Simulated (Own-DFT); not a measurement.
# Misfit strain and the stress it brings: diamond-structure GeSn with randomly placed atoms, 64 atoms (Ge60Sn4)

Everything here is calculated. The program is Own-DFT (plane waves, in-house, since retired, never reviewed by a person); positions were held fixed, and spin and spin-orbit coupling were off.

Method: PBE; PseudoDojo norm-conserving scalar-relativistic files; cutoff 49 hartree; 3 x 3 x 3 k mesh centred on Gamma; Fermi-Dirac smearing of 0.1 eV.

Caveats: forces on such cells moved up to 12 meV/angstrom on a denser k mesh; stress not checked against mesh or cutoff.

Unstrained cell vectors in Å: (11.420, 0.000, 0.000); (0.000, 11.420, 0.000); (0.000, 0.000, 11.420). The unstrained cell has measured lattice constants (interpolated for alloys), not those of this functional. That, the random moves and any unrelaxed bonds set the pressure at no strain. Each run strains x and y alike by e, as a substrate would, and holds the height along z. Each atom got a random Gaussian move of width 0.05 Å along each axis. The random placing of the alloy's atoms differs from row to row. Stress is positive in tension.

```
e (%)  u (Å)  (s_xx + s_yy)/2 (GPa)  s_zz (GPa)
-2.00  0.052                  -8.70       -7.27
-1.75  0.053                  -8.63       -7.45
-1.25  0.058                  -7.33       -6.49
-0.75  0.050                  -6.47       -5.92
-0.50  0.050                  -5.66       -5.39
 0.50  0.048                      ?           ?
 1.00  0.047                  -3.19       -3.65
 1.25  0.055                  -2.94       -3.56
 1.50  0.050                  -2.62       -3.46
 3.00  0.054                  -0.30       -1.91
```

## Worked fit

With e as a fraction, the in-plane stress is -5.0 + 179 e - 789 e² GPa (errors 4 and 270, scatter 0.18), and s_zz is -4.9 + 117 e - 590 e² GPa (slope ± 4, scatter 0.19). At e = 0 the first slope is C11 + C12 and the second 2 C12, both with the ions held to the strained lattice and at the cell's own pressure. A free layer would change its height as e changes, and the in-plane slope would drop by 2 C12²/C11 to the biaxial modulus. At fixed height, a misfit of 1 % moves the in-plane stress by about 1.8 GPa and s_zz by 1.2 GPa.

## Check

Asked: what are the two stresses at e = 0.50 %?

The fit gives -4.1 and -4.4 GPa. Computed: -4.04 and -4.31 GPa.
